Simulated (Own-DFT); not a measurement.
## Calculated data, AlN (wurtzite, strained, atoms displaced)

A calculation, not a measurement: plane-wave PBE density functional theory by an unreviewed code, no spin, of a simulated periodic cell, stress positive in tension, free energy of the whole cell less one offset for each atom, forces on such cells passed a denser k mesh, this cell's mesh not checked; offsets are fitted by least squares, one for each functional and potential file, so energies compare only between cells with the same atoms and settings and are not formation energies; the far tail of each file's local potential was reset to the Coulomb form; each entry is a single point on an unrelaxed cell, so the pressure reflects the starting lattice, mostly measured values (interpolated for alloys), from which strain is counted, and rises with the displacements; printed positions are rounded, which can move forces by about a meV/angstrom; the program, named Own-DFT, is a retired in-house code; no spin-orbit coupling. Program: Own-DFT development build.

## AlN (wurtzite, strained, atoms displaced)

```
AlN
1.0
     12.5668     0.1006    -0.1913
     -6.1963    10.5202     0.0046
     -0.1531    -0.0841    10.1230
Al N Al N Al N Al N Al N Al N Al N Al N Al N Al N Al N Al N Al N Al N Al N Al N Al N Al N Al N Al N Al N Al N Al N Al N Al N Al N Al N Al N Al N Al N Al N Al N
2 2 2 2 2 2 2 2 2 2 2 2 2 2 2 2 2 2 2 2 2 2 2 2 2 2 2 2 2 2 2 2 2 2 2 2 2 2 2 2 2 2 2 2 2 2 2 2 2 2 2 2 2 2 2 2 2 2 2 2 2 2 2 2
Direct
  0.08651 0.16609 0.00195
  0.17215 0.07675 0.24344
  0.07872 0.16260 0.19182
  0.16453 0.08546 0.44139
  0.08600 0.16759 0.49934
  0.16810 0.08363 0.75310
  0.07926 0.16609 0.68555
  0.16418 0.08573 0.93866
  0.08717 0.42763 0.00531
  0.16121 0.32349 0.24909
  0.08032 0.41217 0.19207
  0.16479 0.33030 0.44760
  0.08215 0.42087 0.50767
  0.17218 0.33486 0.75008
  0.08559 0.41630 0.68652
  0.16140 0.33035 0.93846
  0.08002 0.65939 0.99229
  0.16694 0.58026 0.25398
  0.08424 0.66664 0.19393
  0.17166 0.58038 0.43863
  0.09278 0.67225 0.49425
  0.16918 0.58299 0.74847
  0.08183 0.66059 0.69613
  0.16320 0.57864 0.94381
  0.07782 0.91304 0.99498
  0.17186 0.83399 0.25391
  0.08544 0.91758 0.18867
  0.16048 0.83288 0.42562
  0.07660 0.91391 0.49946
  0.16697 0.83628 0.74825
  0.08206 0.92240 0.68570
  0.17566 0.83976 0.93808
  0.33430 0.16543 0.00066
  0.40971 0.08199 0.24871
  0.33361 0.17115 0.19907
  0.42237 0.08674 0.43883
  0.33728 0.16989 0.49758
  0.41457 0.07847 0.75455
  0.32301 0.16235 0.68792
  0.41831 0.07948 0.93890
  0.33839 0.42090 0.00337
  0.41598 0.33308 0.24709
  0.33462 0.41912 0.18258
  0.40977 0.32664 0.43948
  0.33192 0.41641 0.50226
  0.40636 0.33326 0.74330
  0.33575 0.41695 0.69826
  0.41620 0.33152 0.93921
  0.33316 0.67402 0.00128
  0.41800 0.58775 0.26317
  0.32648 0.66463 0.19476
  0.40427 0.57959 0.44633
  0.33239 0.66877 0.49792
  0.42071 0.59032 0.74169
  0.33618 0.66863 0.69176
  0.42006 0.58609 0.93645
  0.33414 0.91415 0.00366
  0.41746 0.83566 0.24767
  0.32444 0.91143 0.20086
  0.41611 0.83227 0.43588
  0.33462 0.92593 0.49895
  0.41722 0.83524 0.75142
  0.33514 0.91482 0.68619
  0.42386 0.83809 0.93784
  0.57993 0.16504 0.00118
  0.66813 0.08710 0.25167
  0.58464 0.16571 0.19389
  0.67025 0.08616 0.44145
  0.57794 0.16870 0.48962
  0.66767 0.07645 0.75327
  0.57693 0.16601 0.69596
  0.66683 0.08677 0.93918
  0.58243 0.41651 0.99657
  0.66860 0.33683 0.25115
  0.58493 0.42335 0.18878
  0.66254 0.33220 0.44483
  0.59177 0.42115 0.48673
  0.66306 0.33352 0.75475
  0.58450 0.42342 0.69479
  0.65799 0.33135 0.93838
  0.57986 0.67241 0.00372
  0.66636 0.58690 0.25014
  0.58954 0.66905 0.19473
  0.66498 0.57679 0.44051
  0.58055 0.66468 0.50305
  0.66973 0.58323 0.75118
  0.57324 0.66545 0.68342
  0.66016 0.57976 0.93640
  0.58486 0.91486 0.99357
  0.66057 0.82891 0.24615
  0.57923 0.91672 0.19898
  0.66961 0.83640 0.43750
  0.57630 0.91355 0.50012
  0.67110 0.82989 0.75548
  0.58206 0.91153 0.70450
  0.66047 0.84075 0.93975
  0.82914 0.16678 0.99851
  0.91556 0.08185 0.25022
  0.83053 0.16262 0.19205
  0.92540 0.09095 0.43813
  0.83058 0.16660 0.50663
  0.91947 0.07593 0.74195
  0.83471 0.16683 0.69015
  0.92104 0.08779 0.94388
  0.83139 0.41635 0.99914
  0.91256 0.33187 0.24048
  0.82920 0.41116 0.19197
  0.91738 0.33639 0.44344
  0.82991 0.41401 0.50592
  0.91572 0.32513 0.74917
  0.82892 0.41340 0.69246
  0.91377 0.34127 0.93449
  0.83357 0.66982 0.99449
  0.92079 0.59031 0.25189
  0.82897 0.66080 0.19169
  0.93004 0.59263 0.44574
  0.83722 0.66604 0.50533
  0.91436 0.58116 0.74967
  0.83379 0.66676 0.68822
  0.91713 0.58577 0.93941
  0.83256 0.90683 0.00287
  0.91164 0.83337 0.24475
  0.82933 0.92574 0.17541
  0.92407 0.83463 0.45088
  0.83499 0.91789 0.50119
  0.91691 0.83665 0.75602
  0.82778 0.91584 0.69090
  0.91223 0.82220 0.94643
```

It was run with functional PBE, potential files PseudoDojo norm-conserving, scalar-relativistic, standard set, wave cutoff 42 hartree, occupations Fermi-Dirac, smearing width 0.1 eV, hardware one NVIDIA H100 and k mesh 2 x 2 x 2 centred on Gamma.

It finds free energy of cell above offsets -51.831 eV; pressure 4.95 GPa; stress xx -2.36 GPa; stress yy -13.2 GPa; stress zz 0.72 GPa; stress yz -2.05 GPa; stress xz -3.41 GPa; stress xy 1.97 GPa; wall time 397.5 s.

Force:
```csv
element,x (eV/Å),y (eV/Å),z (eV/Å)
Al,-1.722,0.643,0.279
Al,-2.57,1.945,2.121
N,1.234,-1.167,-0.68
N,1.793,-0.942,-1.013
Al,-0.062,-0.192,0.379
Al,-1.21,0.948,-0.716
N,1.114,-0.335,0.649
N,1.405,-1.123,0.358
Al,0.354,-4.447,0.05
Al,0.32,1.945,0.981
N,-0.202,0.16,-0.263
N,-0.045,1.628,-1.22
Al,0.62,-1.51,-1.543
Al,-1.175,-0.412,0.396
N,-0.375,-0.202,1.506
N,0.719,1.463,0.414
Al,-0.122,1.715,1.345
Al,-0.651,-0.14,-0.268
N,-0.103,-0.642,-1.157
N,-1.274,1.041,0.423
Al,0.093,-0.86,1.047
Al,0.294,-0.239,0.522
N,-0.486,1.398,-0.963
N,0.881,3.191,-1.565
Al,1.767,0.73,1.107
Al,-2.186,-1.09,-1.973
N,-0.687,-2.112,-1.119
N,1.08,1.243,3.94
Al,2.69,2.26,0.002
Al,0.376,-0.432,-0.051
N,0.24,-1.903,1.297
N,-1.538,-1.233,-0.147
Al,-0.233,0.137,-0.25
Al,1.869,0.479,0.466
N,0.557,-1.757,-2.322
N,-2.254,-0.478,-0.932
Al,-1.272,-1.924,0.862
Al,-0.257,1.492,-0.871
N,1.772,0.193,0.08
N,-1.232,0.023,1.159
Al,-0.856,-0.634,-1.625
Al,-0.12,2.097,0.731
N,-0.308,-0.052,2.265
N,0.924,2.992,-0.669
Al,-0.274,-1.425,0.351
Al,4.224,-0.875,1.637
N,-2.529,1.431,-2.081
N,-0.423,-0.096,0.031
Al,0.984,-1.67,0.087
Al,-0.297,-0.911,-1.814
N,1.309,0.537,-0.88
N,2.588,0.884,-0.588
Al,-0.393,0.227,1.101
Al,-0.429,-1.376,1.986
N,-1.42,-0.112,-0.686
N,-1.124,0.59,0.324
Al,0.199,0.401,0.29
Al,-0.236,-0.34,0.838
N,1.943,1.47,-2.234
N,-0.889,0.658,0.574
Al,0.299,-1.942,-0.313
Al,0.611,-0.18,-0.124
N,-1.353,-0.244,-0.158
N,-1.746,-0.537,0.755
Al,0.81,0.386,0.081
Al,0.847,-0.541,0.49
N,-1.833,0.068,-0.544
N,-1.261,-0.528,0.187
Al,2.665,-0.448,2.639
Al,-1.05,2.128,-0.417
N,0.882,-0.818,-1.129
N,-0.147,-0.521,0.439
Al,-0.707,-0.216,0.429
Al,-0.33,-0.119,-0.148
N,-0.024,-1.644,0.104
N,1.515,0.812,-1.743
Al,-2.592,-2.555,3.092
Al,-0.076,-0.04,-0.882
N,-0.383,-2.104,-1.599
N,1.491,0.379,0.939
Al,0.835,-1.066,-0.532
Al,1.401,-0.584,0.585
N,-2.24,-0.991,-0.922
N,-0.199,3.763,-0.841
Al,0.247,0.238,-0.9
Al,-1.13,0.658,-0.293
N,2.909,0.781,0.699
N,0.427,2.37,0.616
Al,-2.205,2.612,2.075
Al,0.448,2.863,1.136
N,0.289,-0.359,-1.857
N,-0.289,-0.776,0.294
Al,1.393,0.862,0.508
Al,-1.881,0.068,-0.628
N,-0.024,-0.375,-2.17
N,4.594,-2.367,-0.33
Al,1.401,0.341,0.252
Al,0.14,1.334,0.267
N,-0.546,0.266,-0.807
N,-1.606,-1.75,0.426
Al,1.121,0.603,-1.247
Al,-0.979,3.047,2.1
N,-0.111,-2.381,0.161
N,-0.302,-1.657,-1.157
Al,-1.087,-0.055,0.118
Al,1.306,-0.084,2.081
N,-0.727,1.594,-0.691
N,-0.461,-0.256,-0.476
Al,0.914,0.645,-0.423
Al,-0.172,2.632,0.353
N,0.046,-0.318,-0.006
N,1.371,-0.963,0.985
Al,-0.288,-4.874,1.884
Al,0.764,-1.127,0.456
N,-0.465,1.287,-0.71
N,-1.881,-1.636,-0.596
Al,-0.069,-0.073,-0.878
Al,0.716,-0.073,-0.039
N,-0.491,0.441,1.134
N,-0.654,-0.176,-0.107
Al,-1.654,2.609,-1.839
Al,0.811,0.658,0.845
N,0.813,-3.016,2.939
N,-3.914,-1.295,-2.359
Al,0.115,0.349,-0.595
Al,0.543,-0.482,-1.332
N,1.101,-1.795,-0.182
N,-0.335,3.882,-2.065
```
